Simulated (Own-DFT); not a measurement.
InAs (zincblende, strongly disordered by large displacements) (calculated)

A calculation, not a measurement: plane-wave PBE density functional theory by an unreviewed code, no spin, of a simulated periodic cell, stress positive in tension, free energy of the whole cell less one offset for each atom, forces on such cells passed a denser k mesh, this cell's mesh not checked; broken bonds can close the gap or carry spin, so checks made on this kind of crystal may not hold here; offsets are fitted by least squares, one for each functional and potential file, so energies compare only between cells with the same atoms and settings and are not formation energies; the far tail of each file's local potential was reset to the Coulomb form; each entry is a single point on an unrelaxed cell, so the pressure reflects the starting lattice, mostly measured values (interpolated for alloys), from which strain is counted, and rises with the displacements; printed positions are rounded, which can move forces by about a meV/angstrom; the program, named Own-DFT, is a retired in-house code; no spin-orbit coupling. Program: Own-DFT development build.

Common to all runs: functional PBE; potential files PseudoDojo norm-conserving, scalar-relativistic, standard set; wave cutoff 42 hartree; occupations Fermi-Dirac; smearing width 0.1 eV; hardware one NVIDIA H200; k mesh 3 x 3 x 3 centred on Gamma.

(1) InAs (zincblende, strongly disordered by large displacements)

```xyz
64
Lattice="12.1166 0.0000 0.0000 0.0000 12.1166 0.0000 0.0000 0.0000 12.1166" Properties=species:S:1:pos:R:3 InAs
In    11.9467    11.8828    11.9696
In     0.0594     3.4045     3.1831
In     3.1770     0.5440     3.1813
In     3.0838     3.1284    11.8479
As     1.2074     1.3218     0.9756
As     1.9395     4.4755     4.5825
As     4.4360     1.9951     4.1557
As     4.5676     4.5835     1.5289
In     0.0921     0.0359     5.8560
In    12.0931     2.6762     9.2390
In     2.5563    11.6974     8.7944
In     2.8034     3.0268     6.5998
As     1.0533     1.6244     7.6202
As     1.0552     4.2872    10.0268
As     4.0040     1.7169     9.8481
As     4.9487     4.5893     7.4754
In     0.0159     6.2994    11.8786
In     0.1724     9.4269     3.1811
In     3.0344     6.8767     2.9846
In     2.5697     9.3347    11.8005
As     1.5300     8.2581     1.8073
As     1.6657    10.5996     5.4367
As     4.6715     7.4310     4.7589
As     3.7711    10.5177     1.3221
In     0.5804     5.9900     6.2126
In    12.0134     8.3159     8.8193
In     3.5246     6.6263     9.1552
In     3.3156     8.5823     7.0984
As     1.8598     6.8318     7.9038
As     1.4053    10.3544    10.3921
As     4.4417     7.1865    11.1858
As     4.3244    10.8627     7.3217
In     5.7864    12.0915    11.3101
In     5.4882     3.0158     2.6727
In     9.1702     0.6688     2.4245
In     9.2892     3.0178    11.8653
As     7.0211     1.7210     2.0783
As     7.2278     4.4367     5.1660
As    10.7752     0.7444     3.9532
As    10.1442     4.0850     1.6193
In     6.2900     0.6028     6.3543
In     5.6820     3.1690     8.8261
In     8.8274     0.0801     8.4461
In     8.8311     3.4837     6.1151
As     8.1391     1.4192     6.8961
As     7.9294     4.3122    10.2201
As    10.3201     1.4503    10.5758
As    10.5998     5.0237     7.3063
In     5.7834     5.8611    12.0929
In     5.9174     8.7673     2.8957
In     8.8129     6.3997     2.4511
In     8.9877     8.9501    11.9038
As     7.2773     7.3565     1.3994
As     8.1165    10.0543     4.5508
As    10.3755     7.3390     4.6885
As    10.3991    10.0667     1.8200
In     6.0200     6.1183     5.8025
In     6.0256     8.3173     9.0284
In     9.2866     6.1304     9.5528
In     9.1904     9.2720     6.2665
As     8.0710     7.2916     7.1109
As     7.5145    10.3495    10.5844
As    10.7841     7.4199    10.2414
As    10.9698    10.8647     7.2505
```

The calculation gives: free energy of cell above offsets 37.485 eV; pressure 15.81 GPa; stress xx -17.59 GPa; stress yy -15.23 GPa; stress zz -14.61 GPa; stress yz 3.55 GPa; stress xz -4.61 GPa; stress xy 1.79 GPa; wall time 1284 s.

Force:
| element | x (eV/Å) | y (eV/Å) | z (eV/Å) |
| --- | --- | --- | --- |
| In | -2.142 | -1.955 | -0.576 |
| In | -0.685 | -1.692 | -0.587 |
| In | -5.126 | -5.83 | -3.821 |
| In | -1.34 | -0.065 | 0.189 |
| As | 2.617 | 2.787 | 2.637 |
| As | 0.262 | 0.884 | -0.748 |
| As | -1.096 | -0.873 | 11.8 |
| As | -5.345 | 4.204 | -2.285 |
| In | -0.773 | 4.821 | -1.796 |
| In | -7.264 | -3.364 | 0.4 |
| In | 0.204 | 2.117 | -0.911 |
| In | 1.644 | 0.841 | -0.763 |
| As | 2.196 | -3.505 | -3.234 |
| As | 5.574 | 7.999 | 4.447 |
| As | 0.142 | -1.439 | 1.214 |
| As | -4.898 | 5.697 | -4.683 |
| In | 1.653 | -2.319 | 2.516 |
| In | -1.364 | 1.785 | 5.113 |
| In | 0.91 | -2.908 | 0.646 |
| In | 4.57 | -5.541 | 4.102 |
| As | 0.617 | -2.244 | -4.187 |
| As | 3.961 | -3.663 | -2.52 |
| As | -4.505 | 5.133 | -2.111 |
| As | 3.358 | 1.927 | 2.741 |
| In | -2.822 | -1.47 | -3.968 |
| In | 5.493 | 6.09 | -6.841 |
| In | 6.146 | -3.654 | 3.167 |
| In | 1.214 | 1.673 | -2.527 |
| As | -6.388 | 1.266 | -2.006 |
| As | -6.876 | 2.531 | -5.384 |
| As | -5.02 | 7.477 | -1.581 |
| As | 2.061 | 0.547 | -0.712 |
| In | -1.155 | 0.51 | 1.264 |
| In | 2.205 | 5.329 | -0.131 |
| In | -2.471 | -1.335 | -2.638 |
| In | -2.542 | 0.747 | 0.839 |
| As | 5.959 | -5.853 | -4.312 |
| As | -2.868 | -1.604 | -7.552 |
| As | 3.459 | 1.914 | 2.644 |
| As | 1.251 | 3.035 | 2.608 |
| In | -8.926 | -3.978 | -3.275 |
| In | 4.813 | -5.257 | 5.391 |
| In | 3.228 | -4.931 | 6.314 |
| In | 7.818 | -0.704 | 2.602 |
| As | 4.499 | 4.709 | -1.203 |
| As | -3.242 | -1.072 | 0.518 |
| As | 0.998 | -4.251 | -2.623 |
| As | -0.249 | -0.747 | 0.718 |
| In | 7.619 | -5.309 | 1.419 |
| In | -0.455 | 2.426 | 0.901 |
| In | 7.671 | -4.975 | 5.607 |
| In | 1.448 | -0.785 | 1.406 |
| As | -5.1 | 3.871 | -5.4 |
| As | -4.21 | 2.99 | -6.33 |
| As | 0.534 | -0.009 | -0.445 |
| As | -1.999 | 1.888 | -1.972 |
| In | 1.654 | 1.239 | 4.203 |
| In | 0.79 | 0.825 | -0.315 |
| In | -5.655 | -4.242 | -4.908 |
| In | 3.682 | -0.977 | 4.141 |
| As | -0.803 | -1.275 | 2.273 |
| As | -0.785 | 0.82 | -2.545 |
| As | -1.256 | 3.189 | 8.663 |
| As | -2.888 | -3.445 | 4.408 |

(2) InAs (zincblende, strongly disordered by large displacements)

```xyz
64
Lattice="12.1166 0.0000 0.0000 0.0000 12.1166 0.0000 0.0000 0.0000 12.1166" Properties=species:S:1:pos:R:3 InAs
In    11.9180     0.2052     0.0776
In    12.0019     3.3305     3.1720
In     3.0245    12.0034     2.6278
In     3.1903     3.0144     0.1943
As     1.6471     1.7677     1.6036
As     1.1864     4.6638     4.5675
As     4.4166     1.3908     4.7413
As     4.2846     4.5760     1.4883
In    12.0713     0.0737     6.0812
In     0.1446     2.8757     9.0085
In     3.0881    11.8450     8.8509
In     2.9045     3.3662     6.1027
As     1.7800     1.7568     7.2276
As     1.2334     4.7545    10.4065
As     4.6592     1.5388    10.5226
As     4.9716     4.5478     7.5561
In     0.0332     6.1638    11.9466
In     0.2894     9.0908     3.0310
In     3.0194     6.1780     3.2624
In     3.3869     8.9928     0.2095
As     1.4773     7.9567     1.5657
As     1.4531    10.8807     4.3102
As     4.3434     7.7207     4.5791
As     4.9073    10.5046     1.6681
In    11.9251     6.0246     6.1405
In    12.0920     9.0893     8.9635
In     3.2824     5.8824     9.1599
In     3.4862     9.1191     5.8292
As     1.3029     7.2222     7.6941
As     1.3213    10.7609    10.7381
As     4.4531     7.5582    10.9402
As     4.3230    10.4950     7.5870
In     5.9991     0.0664     0.2017
In     6.1788     2.8329     3.1526
In     9.4913    12.0603     3.2146
In     9.3818     2.9879     0.1916
As     7.3866     1.5237     1.2425
As     7.5336     4.6833     4.4773
As    10.7277     1.2259     4.5054
As    10.8172     4.5009     1.7740
In     6.0980     0.2559     6.1870
In     6.2492     2.6411     8.8548
In     9.1719    12.0185     9.0576
In     8.9513     2.6635     6.1530
As     7.5080     1.5652     7.3662
As     7.5763     4.6902    10.6892
As    10.8790     1.7072    10.5435
As    10.6957     4.8037     7.7242
In     6.1168     6.6453    11.7848
In     6.3403     8.6903     2.9450
In     9.1266     6.1361     3.1594
In     8.7974     9.3046    12.0255
As     7.7495     7.4108     1.6026
As     7.4964    10.9578     4.3913
As    11.0034     7.3873     4.4070
As    10.3030    10.8297     1.6149
In     5.9347     5.9599     5.8737
In     6.0810     9.0827     9.0097
In     9.0681     5.9827     9.3689
In     8.9416     8.8542     5.9178
As     7.5038     7.5454     7.8289
As     7.4531    10.8473    10.4070
As    10.4145     7.9410    10.6909
As    10.7857    10.6982     7.6660
```

Results for InAs (zincblende, strongly disordered by large displacements): free energy of cell above offsets -0.502 eV; pressure 9.11 GPa; stress xx -8.67 GPa; stress yy -8.88 GPa; stress zz -9.79 GPa; stress yz -2.12 GPa; stress xz 1.62 GPa; stress xy 0.75 GPa; wall time 1279 s.

Force:
| element | x (eV/Å) | y (eV/Å) | z (eV/Å) |
| --- | --- | --- | --- |
| In | 1.22 | -0.683 | 1.357 |
| In | 2.297 | -5.962 | 2.256 |
| In | 0.494 | 0.528 | 0.974 |
| In | -1.13 | -0.825 | -3.474 |
| As | -2.115 | -1.078 | 0.286 |
| As | 3.22 | 1.315 | 1.44 |
| As | -0.731 | 1.074 | -1.436 |
| As | 3.014 | 2.855 | 2.37 |
| In | 2.237 | -0.64 | 1.327 |
| In | 1.176 | 1.444 | -2.089 |
| In | -3.639 | 4.105 | 3.94 |
| In | 2.894 | 2.614 | -2.363 |
| As | -2.643 | -4.06 | 3.23 |
| As | 2.25 | -1.453 | -0.17 |
| As | -1.201 | -0.712 | 0.059 |
| As | -2.254 | -1.058 | 1.316 |
| In | -1.052 | 1.717 | 1.724 |
| In | -3.785 | 3.09 | 2.778 |
| In | -1.79 | -1.43 | -2.152 |
| In | -3.012 | 3.7 | 1.737 |
| As | 2.891 | -4.487 | -3.784 |
| As | 0.917 | -0.576 | 1.581 |
| As | 6.039 | -6.19 | -5.468 |
| As | -0.664 | -0.575 | 0.228 |
| In | 0.925 | 0.122 | -0.139 |
| In | 1.197 | -0.606 | 1.508 |
| In | -0.661 | 0.152 | -0.281 |
| In | -6.724 | 6.062 | 4.969 |
| As | 2.273 | 1.578 | 0.432 |
| As | 1.441 | -0.978 | -0.63 |
| As | -5.255 | 2.014 | -7.527 |
| As | 4.478 | -1.623 | -1.725 |
| In | -1.664 | -1.796 | -3.177 |
| In | -1.235 | 0.341 | -0.373 |
| In | -5.931 | 0.477 | 0.538 |
| In | -1.092 | 0.502 | -0.54 |
| As | 3.735 | 2.734 | 2.794 |
| As | 0.745 | -1.689 | 0.163 |
| As | 1.291 | 6.096 | 2.043 |
| As | -3.93 | 3.994 | -4.831 |
| In | -2.74 | -3.852 | -2.167 |
| In | -2.381 | 3.566 | 4.319 |
| In | 0.693 | 1.541 | 0.044 |
| In | 5.146 | 4.72 | -3.863 |
| As | 2.128 | -3.658 | 3.244 |
| As | -1.299 | -2.205 | 1.265 |
| As | -3.091 | -0.95 | 0.296 |
| As | -2.121 | -3.196 | 1.226 |
| In | 7.548 | -5.913 | 4.462 |
| In | -1.634 | 2.554 | 2.542 |
| In | 1.57 | -1.13 | 0.323 |
| In | 0.174 | 0.598 | 1.066 |
| As | 0.705 | -0.183 | -3.164 |
| As | -0.336 | -1.945 | 0.646 |
| As | -2.199 | 2.122 | -0.662 |
| As | 3.025 | -4.365 | -5.048 |
| In | 0.704 | 2.305 | -0.024 |
| In | -1.421 | 1.061 | 1.008 |
| In | 1.425 | 1.631 | -1.058 |
| In | 0.445 | 0.983 | -0.031 |
| As | 0.961 | -1.487 | -2.242 |
| As | -1.194 | -0.416 | 1.058 |
| As | 0.917 | -1.484 | -0.414 |
| As | -1.25 | -0.39 | -1.716 |
